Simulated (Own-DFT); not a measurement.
# Strain and stress in diamond-structure SiGeSn with randomly placed atoms, 64 atoms (Ge44Si16Sn4)

Calculated results; nothing here was measured. They come from Own-DFT, an in-house plane-wave density functional program, since retired, whose code no person has reviewed. Each row is one single-point run on a periodic cell that was not relaxed, without spin or spin-orbit coupling.

Settings of every run: PBE; PseudoDojo norm-conserving scalar-relativistic files; cutoff 49 hartree; 3 x 3 x 3 k mesh centred on Gamma; Fermi-Dirac smearing of 0.1 eV.

Known limits: forces on such cells moved up to 12 meV/angstrom on a denser k mesh; stress not checked against mesh or cutoff.

Unstrained cell vectors in Å: (11.306, 0.000, 0.000); (0.000, 11.306, 0.000); (0.000, 0.000, 11.306). The unstrained cell has measured lattice constants (interpolated for alloys), not those of this functional. That, the random moves and any unrelaxed bonds set the pressure at no strain. Each run strains this cell uniformly, with the atoms carried along. Every atom was also moved at random, by a Gaussian of width 0.05 Å on each axis. The random placing of the alloy's atoms differs from row to row. Strain is the symmetric tensor, in per cent. Stress is positive in tension, and the pressure is minus a third of its trace.

```
run,e_xx (%),e_yy (%),e_zz (%),s_xx (GPa),s_yy (GPa),s_zz (GPa),P (GPa),E (meV/atom)
1,2.25,2.25,0.00,-0.52,-0.66,-2.02,1.07,13.3
2,-2.75,-2.75,0.00,-10.38,-10.26,-7.96,9.53,84.0
3,3.00,3.00,0.00,0.53,0.28,-1.38,0.19,15.2
4,2.00,2.00,0.00,-0.80,-0.76,-2.14,1.23,0.0
5,2.75,2.75,0.00,0.20,0.12,-1.47,0.38,6.5
6,1.75,1.75,0.00,-1.37,-1.19,-2.45,1.67,8.9
7,-0.75,-0.75,0.00,-5.98,-6.10,-5.62,5.90,60.6
8,-1.00,-1.00,0.00,-6.53,-6.09,-5.79,6.14,48.1
9,-0.25,-0.25,0.00,?,?,?,?,?
```

E is the free energy for each atom above the lowest run shown.

## Worked fit

The change of volume is close to e_xx + e_yy + e_zz. A straight line through the runs shown gives P = 4.78 - 81 x (fractional change of volume) GPa, with an error of 2 on the slope and a scatter of 0.28 GPa. The strain isn't the same on all axes, but the crystal is cubic, so the slope still estimates the bulk modulus, averaged over pressures from 0.2 to 9.5 GPa.

## Withheld run

Question: what pressure should run 9 give? Its volume changes by -0.50 %.

The line gives 5.2 GPa. The calculation gave 4.66 GPa.
